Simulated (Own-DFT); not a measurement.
# Which defects push the lattice out? C11b WSi2

Source: density functional calculations with Own-DFT, an unreviewed in-house program that is no longer used. Nothing was measured or relaxed, and spin and spin-orbit coupling are left out.

Settings: PBE; PseudoDojo norm-conserving scalar-relativistic files; cutoff 50 hartree; 5 x 5 x 5 k mesh centred on Gamma; cold (Marzari-Vanderbilt) smearing of 0.2 eV.

Caveats: forces on such cells failed a check on a denser k mesh; stress not checked against mesh or cutoff.

All runs share one cell, with vectors in Å (-2.148, -5.953, 3.409); (-6.444, 2.976, 1.136); (-2.553, -2.948, -6.757) and a volume of 403.2 Å³. u is the rms random offset of the atoms per axis. The defect's site can differ from row to row.

```
cell,formula,u (Å),P (GPa)
no defect,Si20W10,0.0193,4.25
no defect,Si20W10,0.0199,4.34
no defect,Si20W10,0.0451,5.99
one W on a Si site,Si19W11,0.0300,10.27
one W on a Si site,Si19W11,0.0314,9.57
one W on a Si site,Si19W11,0.0523,11.97
one W vacancy,Si20W9,0.0268,3.45
one W vacancy,Si20W9,0.0282,3.65
one W vacancy,Si20W9,0.0498,4.49
one Si on a W site,Si21W9,0.0297,6.13
one Si on a W site,Si21W9,0.0322,6.26
one Si on a W site,Si21W9,0.0461,?
one Si on a W site,Si21W9,0.0533,7.71
one Si vacancy,Si19W10,0.0313,3.53
one Si vacancy,Si19W10,0.0512,4.80
one Si vacancy,Si19W10,0.0590,6.00
```

## Worked fit

P = P0 + c u² + a shift for each defect gives P0 = 4.02 GPa, c = 900 ± 89 GPa/Å² and a scatter of 0.30 GPa. The shifts, and each times the cell's volume:

- one W on a Si site: 5.20 ± 0.25 GPa, 13.1 eV
- one Si on a W site: 1.25 ± 0.25 GPa, 3.2 eV
- one W vacancy: -1.36 ± 0.25 GPa, -3.4 eV
- one Si vacancy: -1.37 ± 0.28 GPa, -3.4 eV

Positive is outwards. The product with the volume (160.2 GPa Å³ to the eV) is nearly free of the cell's size; divided by the bulk modulus at the cell's pressure it gives the volume that the defect adds. The atoms around the defects weren't relaxed, which would change these numbers.

## The run left out

Asked: what pressure belongs in the blank (one Si on a W site, u = 0.0461 Å)?

The fitted form gives 7.18 ± 0.35 GPa. Computed: 7.00 GPa.
